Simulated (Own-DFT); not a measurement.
# Biaxial strain at fixed height in wurtzite AlN, 72 atoms (Al36N36)

The numbers are computed, not measured, by runs of the plane-wave DFT program Own-DFT (in-house, retired, unreviewed) at fixed positions, with no spin and no spin-orbit coupling.

All runs used: PBE; PseudoDojo norm-conserving scalar-relativistic files; cutoff 42 hartree; 4 x 4 x 3 k mesh centred on Gamma; Gaussian smearing of 0.01 eV.

Limits: k mesh not checked against a denser one; stress not checked against mesh or cutoff.

Unstrained cell vectors in Å: (9.336, 0.000, 0.000); (-4.668, 8.085, 0.000); (0.000, 0.000, 9.964). The unstrained cell has measured lattice constants (interpolated for alloys), not those of this functional. That, the random moves and any unrelaxed bonds set the pressure at no strain. Each run strains x and y alike by e, as a substrate would, and holds the height along z. All atoms carry random offsets, Gaussian with a width of 0.05 Å per axis. Stress is positive in tension.

```
e (%),u (Å),(s_xx + s_yy)/2 (GPa),s_zz (GPa)
-3.00,0.048,-24.13,-12.94
-2.75,0.053,-24.24,-11.18
-2.50,0.051,-21.46,-10.09
-1.75,0.046,-15.45,-8.86
-1.25,0.049,-13.31,-7.13
-1.00,0.049,-12.42,-6.11
0.75,0.052,-2.48,-3.52
1.25,0.050,0.88,-3.10
1.50,0.049,?,?
2.25,0.046,6.79,-2.49
```

## Analysis

With e as a fraction, the in-plane stress is -6.1 + 584 e - 1090 e² GPa (errors 19 and 1126, scatter 0.82), and s_zz is -4.5 + 162 e - 3410 e² GPa (slope ± 10, scatter 0.43). At e = 0 the first slope is C11 + C12 and the second 2 C13, both with the ions held to the strained lattice and at the cell's own pressure. A free layer would change its height as e changes, and the in-plane slope would drop by 2 C13²/C33 to the biaxial modulus. At fixed height, a misfit of 1 % moves the in-plane stress by about 5.8 GPa and s_zz by 1.6 GPa.

## Test on the hidden row

Question: what are the two stresses at e = 1.50 %?

From the fit: 2.4 and -2.8 GPa. The calculation gave 2.43 and -3.60 GPa.
